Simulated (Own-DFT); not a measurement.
Simulation results for AlN (wurtzite, strained, atoms displaced)

Computed with Own-DFT development build. A calculation, not a measurement: plane-wave PBE density functional theory by an unreviewed code, no spin, of a simulated periodic cell, stress positive in tension, free energy of the whole cell less one offset for each atom, forces on such cells passed a denser k mesh, this cell's mesh not checked; offsets are fitted by least squares, one for each functional and potential file, so energies compare only between cells with the same atoms and settings and are not formation energies; the far tail of each file's local potential was reset to the Coulomb form; each entry is a single point on an unrelaxed cell, so the pressure reflects the starting lattice, mostly measured values (interpolated for alloys), from which strain is counted, and rises with the displacements; printed positions are rounded, which can move forces by about a meV/angstrom; the program, named Own-DFT, is a retired in-house code; no spin-orbit coupling.

Settings shared by all entries: functional PBE; potential files PseudoDojo norm-conserving, scalar-relativistic, standard set; wave cutoff 42 hartree; occupations Fermi-Dirac; smearing width 0.1 eV; hardware one NVIDIA H100; k mesh 2 x 2 x 2 centred on Gamma.

(1) 
```cif
# cell vector a (Å): 12.2606 0.1349 0.2011
# cell vector b (Å): -6.0135 10.9157 -0.1126
# cell vector c (Å): 0.1610 -0.0112 10.1515
data_AlN
_symmetry_space_group_name_H-M 'P 1'
_symmetry_Int_Tables_number 1
_cell_length_a 12.2630
_cell_length_b 12.4630
_cell_length_c 10.1528
_cell_angle_alpha 91.011
_cell_angle_beta 88.153
_cell_angle_gamma 118.224
_cell_volume 1366.48
loop_
_atom_site_label
_atom_site_type_symbol
_atom_site_fract_x
_atom_site_fract_y
_atom_site_fract_z
_atom_site_occupancy
Al1 Al 0.08013 0.16213 0.00921 1
Al2 Al 0.16791 0.08552 0.24873 1
N1 N 0.07955 0.15890 0.18950 1
N2 N 0.17092 0.07771 0.43526 1
Al3 Al 0.08786 0.16787 0.50380 1
Al4 Al 0.17604 0.08496 0.74466 1
N3 N 0.08384 0.16475 0.68928 1
N4 N 0.17366 0.08998 0.95106 1
Al5 Al 0.08212 0.42146 0.00399 1
Al6 Al 0.16910 0.33506 0.25580 1
N5 N 0.08512 0.41609 0.19273 1
N6 N 0.15961 0.33073 0.44080 1
Al7 Al 0.07583 0.41604 0.50662 1
Al8 Al 0.17575 0.33371 0.75300 1
N7 N 0.08114 0.41812 0.68551 1
N8 N 0.16468 0.33441 0.94844 1
Al9 Al 0.08451 0.66810 0.00285 1
Al10 Al 0.17031 0.59473 0.24591 1
N9 N 0.08978 0.66241 0.18472 1
N10 N 0.16412 0.58112 0.45044 1
Al11 Al 0.07767 0.66707 0.50374 1
Al12 Al 0.17235 0.58641 0.75131 1
N11 N 0.08452 0.65718 0.69145 1
N12 N 0.16569 0.57881 0.94349 1
Al13 Al 0.08152 0.91265 0.00818 1
Al14 Al 0.16775 0.84223 0.25098 1
N13 N 0.08147 0.92440 0.18211 1
N14 N 0.16023 0.82820 0.43748 1
Al15 Al 0.07883 0.91843 0.50806 1
Al16 Al 0.16516 0.83006 0.75137 1
N15 N 0.08129 0.91255 0.68966 1
N16 N 0.17140 0.83591 0.93093 1
Al17 Al 0.33780 0.16557 0.99359 1
Al18 Al 0.41459 0.08209 0.24542 1
N17 N 0.33793 0.16920 0.19048 1
N18 N 0.41170 0.08042 0.43422 1
Al19 Al 0.33005 0.16882 0.50331 1
Al20 Al 0.42136 0.08615 0.75310 1
N19 N 0.32937 0.16593 0.68950 1
N20 N 0.42676 0.08888 0.94434 1
Al21 Al 0.33555 0.40899 0.01189 1
Al22 Al 0.42148 0.34861 0.25608 1
N21 N 0.33288 0.42688 0.19366 1
N22 N 0.42099 0.33232 0.43671 1
Al23 Al 0.32730 0.41775 0.49913 1
Al24 Al 0.41393 0.33681 0.74007 1
N23 N 0.33095 0.41257 0.69056 1
N24 N 0.41739 0.32829 0.94630 1
Al25 Al 0.33657 0.66972 0.99622 1
Al26 Al 0.41275 0.58702 0.24700 1
N25 N 0.32520 0.67028 0.19406 1
N26 N 0.41411 0.57986 0.44360 1
Al27 Al 0.32959 0.66107 0.49141 1
Al28 Al 0.41466 0.58020 0.74958 1
N27 N 0.33472 0.66486 0.68862 1
N28 N 0.41111 0.57474 0.93762 1
Al29 Al 0.33372 0.92361 0.00120 1
Al30 Al 0.41199 0.83313 0.24508 1
N29 N 0.33767 0.91800 0.20122 1
N30 N 0.41482 0.83094 0.43663 1
Al31 Al 0.32802 0.91129 0.50808 1
Al32 Al 0.42043 0.83454 0.74840 1
N31 N 0.33050 0.91822 0.69141 1
N32 N 0.41934 0.82918 0.94183 1
Al33 Al 0.57885 0.16406 0.99918 1
Al34 Al 0.66660 0.07954 0.24901 1
N33 N 0.58239 0.16659 0.19640 1
N34 N 0.66376 0.07901 0.44764 1
Al35 Al 0.58445 0.17671 0.49974 1
Al36 Al 0.66526 0.08744 0.75587 1
N35 N 0.57381 0.16758 0.69144 1
N36 N 0.66616 0.07379 0.94446 1
Al37 Al 0.57852 0.41560 0.99773 1
Al38 Al 0.66393 0.33617 0.24802 1
N37 N 0.57979 0.41177 0.19475 1
N38 N 0.66219 0.33219 0.44347 1
Al39 Al 0.58519 0.41302 0.49762 1
Al40 Al 0.66566 0.32668 0.74980 1
N39 N 0.58880 0.42171 0.68135 1
N40 N 0.66547 0.33554 0.94551 1
Al41 Al 0.58818 0.67403 0.00617 1
Al42 Al 0.66417 0.58410 0.25059 1
N41 N 0.57330 0.66284 0.19135 1
N42 N 0.66597 0.57296 0.44325 1
Al43 Al 0.59139 0.66745 0.50413 1
Al44 Al 0.66408 0.58372 0.75713 1
N43 N 0.58602 0.66927 0.69239 1
N44 N 0.66726 0.57618 0.93749 1
Al45 Al 0.58341 0.92304 0.99840 1
Al46 Al 0.66265 0.83421 0.24867 1
N45 N 0.58661 0.91931 0.18809 1
N46 N 0.66815 0.83583 0.44724 1
Al47 Al 0.58291 0.91561 0.50785 1
Al48 Al 0.66703 0.83685 0.74596 1
N47 N 0.58026 0.91874 0.67987 1
N48 N 0.67069 0.82898 0.94382 1
Al49 Al 0.83837 0.17129 0.99729 1
Al50 Al 0.91920 0.08313 0.24880 1
N49 N 0.83972 0.17464 0.19514 1
N50 N 0.91916 0.08045 0.43852 1
Al51 Al 0.82705 0.16881 0.49605 1
Al52 Al 0.90901 0.07889 0.74687 1
N51 N 0.84055 0.17211 0.69900 1
N52 N 0.92256 0.08845 0.94482 1
Al53 Al 0.83436 0.41326 0.00060 1
Al54 Al 0.91316 0.33495 0.24859 1
N53 N 0.82668 0.41538 0.19518 1
N54 N 0.91268 0.33006 0.43838 1
Al55 Al 0.83253 0.40915 0.50686 1
Al56 Al 0.89700 0.32287 0.74708 1
N55 N 0.83511 0.41688 0.69954 1
N56 N 0.91458 0.33887 0.93736 1
Al57 Al 0.82785 0.67008 0.00628 1
Al58 Al 0.92160 0.58625 0.24802 1
N57 N 0.83890 0.66270 0.20251 1
N58 N 0.91400 0.58262 0.44381 1
Al59 Al 0.82949 0.66687 0.50002 1
Al60 Al 0.91319 0.58534 0.74531 1
N59 N 0.84349 0.67542 0.68450 1
N60 N 0.92065 0.58687 0.93697 1
Al61 Al 0.83329 0.91022 0.99534 1
Al62 Al 0.91744 0.82864 0.25009 1
N61 N 0.83389 0.91489 0.19278 1
N62 N 0.91534 0.83118 0.44247 1
Al63 Al 0.82523 0.91870 0.50099 1
Al64 Al 0.91469 0.83585 0.74877 1
N63 N 0.83509 0.91563 0.68880 1
N64 N 0.91767 0.83643 0.94121 1
_calc_free_energy_of_cell_above_offsets '-51.277'  # eV
_calc_pressure 1.62  # GPa
_calc_stress_xx -9.11  # GPa
_calc_stress_yy 1.71  # GPa
_calc_stress_zz 2.54  # GPa
_calc_stress_yz 0.59  # GPa
_calc_stress_xz 3.2  # GPa
_calc_stress_xy 3.12  # GPa
_calc_wall_time 423  # s
```

Force:
```csv
element,x (eV/Å),y (eV/Å),z (eV/Å)
Al,0.393,1.683,-1.24
Al,0.904,0.219,-0.081
N,0.312,1.998,1.025
N,-1.317,0.593,0.867
Al,-0.825,-0.622,-0.707
Al,-3.304,-1.743,2.074
N,0.228,0.025,0.376
N,0.341,-2.037,-1.964
Al,0.561,-0.939,-0.11
Al,-1.227,-0.799,-0.751
N,-1.043,0.843,0.125
N,1.222,-0.011,0.19
Al,0.515,0.362,-0.778
Al,-3.723,-1.052,0.95
N,0.467,-0.753,1.905
N,1.211,-0.763,-0.546
Al,0.027,-0.258,-1.529
Al,0.78,-4.198,2.746
N,-3.971,2.797,-0.121
N,-0.362,-0.027,-1.994
Al,0.685,-0.378,0.018
Al,-0.289,-2.067,0.177
N,-1.811,2.26,-0.164
N,0.308,1.612,-0.574
Al,0.016,1.462,-2.907
Al,0.279,-1.033,0.394
N,1.156,-1.528,2.327
N,0.118,0.582,0.581
Al,0.481,-0.635,-1.44
Al,-0.271,-0.821,-1.011
N,0.156,1.13,0.802
N,-0.095,-0.183,2.474
Al,-1.391,0.793,2.256
Al,0.163,0.878,1.715
N,-1.059,0.686,-0.68
N,0.686,0.203,1.661
Al,1.316,-0.609,-1.642
Al,-2.374,-1.555,-0.126
N,2.471,1.643,-0.08
N,-1.195,-2.331,-1.685
Al,-2.283,0.901,-1.567
Al,-0.176,-2.686,-0.525
N,0.929,-1.092,0.431
N,-1.49,0.248,1.418
Al,0.659,-0.454,-0.055
Al,2.398,-0.867,1.412
N,0.162,1.873,-1.251
N,-0.071,0.399,-1.783
Al,-0.679,-1.688,0.541
Al,-0.988,-0.189,1.333
N,3.099,0.998,-1.486
N,1.465,0.215,-0.935
Al,-0.68,1.388,1.374
Al,0.149,0.216,0.203
N,0.338,1.107,-0.016
N,1.272,0.799,0.851
Al,0.652,-1.171,0.184
Al,1.879,-0.187,1.693
N,-2.311,0.655,-2.897
N,0.556,-0.262,0.495
Al,-0.107,0.979,-2.036
Al,-1.142,-1.159,0.029
N,0.946,0.306,0.85
N,-0.618,1.623,-0.538
Al,2.325,2.065,2.048
Al,-0.198,1.222,0.743
N,0.633,0.094,-1.221
N,-0.309,0.606,-0.645
Al,-0.719,-3.059,-0.736
Al,0.41,-0.852,-0.943
N,2.984,0.748,-0.344
N,-0.501,3.087,-1.413
Al,0.643,-0.104,1.072
Al,0.714,-1.63,0.87
N,-0.589,2.664,-1.366
N,2.642,-0.13,-0.901
Al,-1.896,0.985,0.638
Al,-1.392,2.021,0.818
N,-0.532,-0.736,1.814
N,0.987,-1.488,-1.028
Al,-0.923,-2.328,-1.254
Al,0.689,-0.963,0.759
N,1.808,1.438,0.023
N,-0.86,1.773,-1.049
Al,-1.426,-0.533,-0.272
Al,1.164,0.023,-1.731
N,-0.29,0.079,-0.018
N,-0.868,1.385,1.562
Al,1.056,-2.892,1.186
Al,1.13,-0.087,0.732
N,-0.992,-0.446,-0.284
N,-0.464,-1.669,-1.285
Al,-1.599,0.094,-3.163
Al,0.06,-0.881,0.688
N,0.971,0.83,3.888
N,-1.228,1.107,-1.226
Al,-0.277,0.29,1.058
Al,-0.726,-0.486,0.58
N,-0.607,-1.582,-0.966
N,-0.86,0.56,0.736
Al,1.873,-0.74,0.126
Al,2.569,0.803,1.176
N,-2.548,-2.664,-1.859
N,-0.644,-2.047,-1.198
Al,-2.425,2.156,0.715
Al,0.97,0.457,0.443
N,0.983,1.114,-0.947
N,0.327,-0.189,0.287
Al,-1.602,2.03,-0.593
Al,4.364,3.345,1.946
N,-2.335,0.099,-1.887
N,1.808,-2.113,-0.177
Al,2.123,-0.842,-0.661
Al,1.332,-1.965,1.431
N,-2.949,1.38,-2.214
N,0.66,-1.025,-0.365
Al,0.771,0.128,-0.166
Al,1.647,-0.149,1.199
N,-1.974,-0.784,0.915
N,-0.914,-0.175,0.903
Al,-1.51,2.833,1.816
Al,-0.727,1,1.109
N,-0.505,-0.515,-0.618
N,-0.599,0.303,-0.365
Al,2.598,0.478,-0.559
Al,1.467,-0.683,0.41
N,-1.761,0.792,0.075
N,1.547,-1.61,-0.562
```

(2) 
```cif
# cell vector a (Å): 12.4386 -0.1851 -0.2218
# cell vector b (Å): -6.3796 10.8429 0.2159
# cell vector c (Å): -0.1775 0.0970 9.8552
data_AlN
_symmetry_space_group_name_H-M 'P 1'
_symmetry_Int_Tables_number 1
_cell_length_a 12.4420
_cell_length_b 12.5823
_cell_length_c 9.8573
_cell_angle_alpha 88.008
_cell_angle_beta 92.061
_cell_angle_gamma 121.334
_cell_volume 1317.00
loop_
_atom_site_label
_atom_site_type_symbol
_atom_site_fract_x
_atom_site_fract_y
_atom_site_fract_z
_atom_site_occupancy
Al1 Al 0.08922 0.16925 0.00206 1
Al2 Al 0.16055 0.07974 0.24904 1
N1 N 0.07823 0.16689 0.19279 1
N2 N 0.15986 0.07682 0.44173 1
Al3 Al 0.07712 0.16786 0.49599 1
Al4 Al 0.16579 0.08080 0.75202 1
N3 N 0.07865 0.16667 0.69291 1
N4 N 0.15685 0.07905 0.94043 1
Al5 Al 0.09831 0.41965 0.99969 1
Al6 Al 0.16367 0.33441 0.24289 1
N5 N 0.08053 0.41760 0.19194 1
N6 N 0.16558 0.33190 0.43640 1
Al7 Al 0.07569 0.41794 0.48686 1
Al8 Al 0.16478 0.32666 0.74431 1
N7 N 0.08294 0.41941 0.68534 1
N8 N 0.17267 0.34103 0.93766 1
Al9 Al 0.07724 0.66149 0.99389 1
Al10 Al 0.15985 0.57850 0.25895 1
N9 N 0.08036 0.67056 0.19845 1
N10 N 0.17248 0.58900 0.44245 1
Al11 Al 0.08430 0.66734 0.50119 1
Al12 Al 0.17041 0.58572 0.75107 1
N11 N 0.08211 0.67202 0.69544 1
N12 N 0.15754 0.58256 0.93826 1
Al13 Al 0.07426 0.91970 0.99877 1
Al14 Al 0.18150 0.84313 0.26217 1
N13 N 0.08581 0.91726 0.19319 1
N14 N 0.16139 0.82951 0.44359 1
Al15 Al 0.07842 0.91318 0.49923 1
Al16 Al 0.16385 0.83035 0.74884 1
N15 N 0.08219 0.92302 0.69293 1
N16 N 0.17275 0.83692 0.94570 1
Al17 Al 0.32655 0.17793 0.99750 1
Al18 Al 0.42266 0.09035 0.25492 1
N17 N 0.33787 0.16975 0.19009 1
N18 N 0.42287 0.08869 0.44379 1
Al19 Al 0.33813 0.16959 0.49371 1
Al20 Al 0.41760 0.07368 0.74969 1
N19 N 0.32360 0.15862 0.69265 1
N20 N 0.42524 0.08706 0.94966 1
Al21 Al 0.33128 0.41186 0.00295 1
Al22 Al 0.41907 0.33579 0.24788 1
N21 N 0.32946 0.41870 0.19022 1
N22 N 0.41432 0.33253 0.44126 1
Al23 Al 0.34069 0.41939 0.49908 1
Al24 Al 0.42001 0.33546 0.74660 1
N23 N 0.33256 0.42286 0.68730 1
N24 N 0.42054 0.33305 0.93321 1
Al25 Al 0.32341 0.65840 0.00025 1
Al26 Al 0.42344 0.58513 0.25270 1
N25 N 0.33859 0.67142 0.19878 1
N26 N 0.42266 0.58258 0.44967 1
Al27 Al 0.33508 0.67851 0.49442 1
Al28 Al 0.42080 0.58243 0.74685 1
N27 N 0.33876 0.66656 0.68724 1
N28 N 0.41777 0.58634 0.93930 1
Al29 Al 0.33267 0.91245 0.99810 1
Al30 Al 0.41092 0.82947 0.25463 1
N29 N 0.33426 0.92088 0.19655 1
N30 N 0.42355 0.83628 0.44496 1
Al31 Al 0.32816 0.91246 0.49620 1
Al32 Al 0.42032 0.83837 0.76050 1
N31 N 0.33305 0.91060 0.69231 1
N32 N 0.41565 0.83138 0.94570 1
Al33 Al 0.58515 0.16635 0.00473 1
Al34 Al 0.66290 0.08199 0.24299 1
N33 N 0.58165 0.17125 0.17786 1
N34 N 0.66463 0.08133 0.44445 1
Al35 Al 0.58655 0.17165 0.50641 1
Al36 Al 0.66932 0.08426 0.75498 1
N35 N 0.58216 0.16498 0.68559 1
N36 N 0.65823 0.07495 0.94547 1
Al37 Al 0.58704 0.41753 0.99695 1
Al38 Al 0.66515 0.33586 0.25440 1
N37 N 0.58089 0.41490 0.18760 1
N38 N 0.67298 0.33444 0.44461 1
Al39 Al 0.58200 0.41764 0.50077 1
Al40 Al 0.67111 0.33795 0.74658 1
N39 N 0.58190 0.41718 0.68834 1
N40 N 0.67170 0.33403 0.94392 1
Al41 Al 0.58572 0.66589 0.99453 1
Al42 Al 0.66043 0.57878 0.24571 1
N41 N 0.57191 0.65444 0.19955 1
N42 N 0.66412 0.58478 0.44808 1
Al43 Al 0.58338 0.66629 0.50422 1
Al44 Al 0.66946 0.58632 0.75662 1
N43 N 0.58872 0.67004 0.69208 1
N44 N 0.67031 0.59356 0.94342 1
Al45 Al 0.58375 0.92013 0.00534 1
Al46 Al 0.66359 0.83336 0.25361 1
N45 N 0.58718 0.91871 0.18825 1
N46 N 0.66804 0.82836 0.44246 1
Al47 Al 0.57738 0.91186 0.50574 1
Al48 Al 0.66232 0.83259 0.75112 1
N47 N 0.58920 0.91679 0.68586 1
N48 N 0.67098 0.83786 0.94770 1
Al49 Al 0.82807 0.15389 0.00939 1
Al50 Al 0.91145 0.08086 0.25887 1
N49 N 0.82917 0.15592 0.18771 1
N50 N 0.91086 0.08601 0.44044 1
Al51 Al 0.83138 0.16078 0.50152 1
Al52 Al 0.91245 0.08235 0.74997 1
N51 N 0.83680 0.16783 0.69010 1
N52 N 0.92163 0.08931 0.94093 1
Al53 Al 0.83207 0.40825 0.00059 1
Al54 Al 0.91836 0.33471 0.25563 1
N53 N 0.82804 0.40766 0.19328 1
N54 N 0.91493 0.32858 0.44112 1
Al55 Al 0.82757 0.41676 0.50231 1
Al56 Al 0.92045 0.33453 0.74678 1
N55 N 0.82943 0.41776 0.68912 1
N56 N 0.91668 0.33577 0.92675 1
Al57 Al 0.83025 0.66317 0.99908 1
Al58 Al 0.91225 0.57952 0.24463 1
N57 N 0.84182 0.66770 0.19141 1
N58 N 0.92232 0.58830 0.43776 1
Al59 Al 0.82801 0.66325 0.50180 1
Al60 Al 0.91658 0.58601 0.74798 1
N59 N 0.83827 0.67272 0.68737 1
N60 N 0.90954 0.58002 0.94672 1
Al61 Al 0.83047 0.90834 0.99304 1
Al62 Al 0.91830 0.83497 0.24468 1
N61 N 0.83683 0.92318 0.18877 1
N62 N 0.92186 0.83183 0.43573 1
Al63 Al 0.83594 0.91773 0.50335 1
Al64 Al 0.91658 0.83672 0.75922 1
N63 N 0.83063 0.91675 0.69504 1
N64 N 0.91770 0.82889 0.94441 1
_calc_stress_xx ?
```

Q: AlN (wurtzite, strained, atoms displaced) (entry 2): stress xx?
A: -8.09 GPa

Further results for AlN (wurtzite, strained, atoms displaced) (entry 2):

* free energy of cell above offsets: -50.904 eV
* pressure: 8.99 GPa
* stress yy: -7.82 GPa
* stress zz: -11.06 GPa
* stress yz: 2 GPa
* stress xz: -4.73 GPa
* stress xy: -6.98 GPa
* wall time: 377.3 s

Force:
```csv
element,x (eV/Å),y (eV/Å),z (eV/Å)
Al,-1.906,-0.158,-0.194
Al,0.507,0.743,0.45
N,0.774,0.163,-0.246
N,0.146,1.532,-0.323
Al,1.776,-0.1,0.635
Al,-1.408,0.677,-0.727
N,0.878,-0.908,-0.751
N,0.632,1.882,0.219
Al,-3.773,-0.603,-0.457
Al,0.374,-0.635,1.597
N,0.56,0.094,-0.438
N,-0.379,0.987,0.059
Al,3.206,0.283,2.39
Al,-0.911,2.08,-0.337
N,0.701,0.157,-0.147
N,0.313,-1.86,-0.056
Al,-0.055,1.732,1.921
Al,0.079,1.987,-1.951
N,1.736,-0.422,-0.986
N,-1.644,-0.634,0.386
Al,0.031,-0.581,0.144
Al,-0.101,-0.396,-1.404
N,1.096,-1.509,-0.742
N,1.451,-0.207,0.466
Al,4.129,-0.72,1.704
Al,-3.368,-2.166,-2.344
N,0.144,0.156,-0.583
N,0.507,1.22,1.016
Al,1.111,0.684,0.792
Al,-0.368,1.865,1.087
N,0.586,-2.019,0.007
N,-2.577,-1.193,-1.212
Al,2.848,-3.189,0.439
Al,-0.181,-0.697,-1.462
N,-1.44,0.218,0.252
N,-1.003,-0.847,-0.162
Al,-1.404,-1.723,1.27
Al,-1.44,1.615,1.041
N,2.383,1.672,-0.552
N,-2.553,-1.326,-1.906
Al,1.402,2.092,-0.933
Al,-1.352,-0.618,0.279
N,1.185,-0.306,0.077
N,0.699,0.616,-0.584
Al,-1.924,-0.74,-0.042
Al,-1.413,-1.204,-0.809
N,1.448,-1.858,0.53
N,-1.2,1.697,0.933
Al,1.423,1.513,0.559
Al,-4.047,-1.595,1.606
N,-0.761,-2.061,-0.706
N,-2.059,0.643,-1.549
Al,2.314,-3.019,1.709
Al,-1.071,0.667,0.069
N,-0.899,1.113,0.856
N,-0.353,-0.909,0.305
Al,0.536,1.92,1.177
Al,0.926,1.782,-0.891
N,2.031,0.493,-0.072
N,-3.113,0.374,-1.47
Al,1.269,1.241,1.04
Al,0.857,-1.599,-1.667
N,-0.41,0.277,-0.693
N,-0.084,-0.397,0.389
Al,0.309,0.493,-2.848
Al,-0.194,0.461,1.435
N,0.941,0.096,4.862
N,-0.784,0.092,-0.955
Al,1.347,-1.269,-1.623
Al,-0.002,0.046,-0.957
N,0.547,0.538,2.487
N,0.511,2.291,-0.867
Al,0.595,-0.35,-0.137
Al,0.637,-1.063,-0.889
N,0.463,0.574,0.259
N,-3.512,-0.396,-0.984
Al,0.679,0.082,-0.302
Al,-1.054,-1.512,1.095
N,0.844,0.644,0.965
N,-1.885,-0.098,-1.262
Al,-1.801,0.869,1.558
Al,1.361,1.151,1.126
N,3.786,3.358,-2.706
N,0.081,-1.027,-1.498
Al,0.953,0.32,-0.116
Al,0.203,0.074,-1.836
N,0.055,-0.471,0.951
N,-0.172,-2.369,-0.261
Al,0.48,-2.461,-0.351
Al,1.039,-0.399,-0.621
N,-1.194,-0.835,1.579
N,-1.003,1.182,0.237
Al,2.976,1.794,-1.255
Al,0.958,-0.002,0.381
N,-1.573,0.586,2.565
N,-2.049,-1.437,-1.177
Al,0.534,1.739,-2.897
Al,0.679,-0.028,-1.96
N,-0.744,2.117,2.077
N,0.935,-1.236,0.964
Al,-1.152,0.795,0.125
Al,0.611,0.346,0.648
N,-1.053,-0.086,0.199
N,-0.287,-1.485,-0.033
Al,1.235,0.982,-0.032
Al,-0.873,-1.682,-1.321
N,0.278,1.072,-0.058
N,-1.961,0.017,0.059
Al,3.187,1.683,-0.237
Al,-0.526,-0.019,-0.953
N,1.432,0.714,-0.006
N,0.748,-0.833,3.473
Al,1.88,0.459,1.232
Al,1.298,0.038,0.797
N,-3.123,-0.26,-0.489
N,-1.552,-1.629,0.701
Al,1.622,1.075,-1.136
Al,-0.249,-0.658,0.595
N,-0.657,-0.425,1.665
N,-0.069,-0.274,-1.153
Al,1.171,2.837,1.507
Al,0.008,-0.222,0.591
N,0.014,-1.929,0.058
N,-2.76,-0.524,0.469
Al,0.433,-0.745,-0.501
Al,0.303,-0.26,-2.065
N,0.495,-0.115,0.105
N,-2.256,-0.409,-0.287
```
